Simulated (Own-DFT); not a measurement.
# What a defect does to the pressure of its cell: D0_22 TiAl3

No measurement is shown. These are fixed-geometry runs of a retired plane-wave code named Own-DFT, which no person has reviewed; spin and spin-orbit coupling are neglected.

Common settings: PBE; PseudoDojo norm-conserving scalar-relativistic files; cutoff 42 hartree; 4 x 4 x 4 k mesh centred on Gamma; cold (Marzari-Vanderbilt) smearing of 0.2 eV.

Limits: forces on such cells failed a check on a denser k mesh; stress not checked against mesh or cutoff.

All runs share one cell, with vectors in Å (-2.365, -6.981, 4.326); (-7.667, 3.491, 1.442); (-2.950, -3.488, -7.241) and a volume of 625.4 Å³. Atoms were moved at random from their sites; u is the rms move along one axis. The defect's site can differ from row to row.

| cell | formula | u (Å) | P (GPa) |
|---|---|---|---|
| no defect | Al30Ti10 | 0.0197 | 1.95 |
| no defect | Al30Ti10 | 0.0487 | 2.56 |
| no defect | Al30Ti10 | 0.0520 | 2.72 |
| two Ti on an Al site each | Al28Ti12 | 0.0314 | 3.34 |
| two Ti on an Al site each | Al28Ti12 | 0.0322 | 3.40 |
| two Ti on an Al site each | Al28Ti12 | 0.0508 | 3.86 |
| two Al vacancies | Al28Ti10 | 0.0294 | 1.23 |
| two Al vacancies | Al28Ti10 | 0.0303 | 1.29 |
| two Al vacancies | Al28Ti10 | 0.0520 | 1.63 |
| two Al on a Ti site each | Al32Ti8 | 0.0262 | 2.82 |
| two Al on a Ti site each | Al32Ti8 | 0.0265 | ? |
| two Al on a Ti site each | Al32Ti8 | 0.0465 | 3.38 |
| two Al on a Ti site each | Al32Ti8 | 0.0502 | 3.40 |

## Working it out

P = P0 + c u² + a shift for each defect gives P0 = 1.88 GPa, c = 294 ± 23 GPa/Å² and a scatter of 0.07 GPa. The shifts, and each times the cell's volume:

- two Ti on an Al site each: 1.20 ± 0.06 GPa, 4.7 eV (2.4 eV for each of its 2 sites)
- two Al on a Ti site each: 0.80 ± 0.06 GPa, 3.1 eV (1.6 eV for each of its 2 sites)
- two Al vacancies: -0.93 ± 0.06 GPa, -3.6 eV (-1.8 eV for each of its 2 sites)

Against the defect-free cell, a freed cell would be larger where the shift is positive and smaller where it is negative (160.2 GPa Å³ is 1 eV). The atoms around the defects weren't relaxed, which would change these numbers.

## Test on the hidden row

The question: what pressure belongs in the blank (two Al on a Ti site each, u = 0.0265 Å)?

Estimate: 2.88 ± 0.08 GPa. The run itself gave 2.84 GPa.
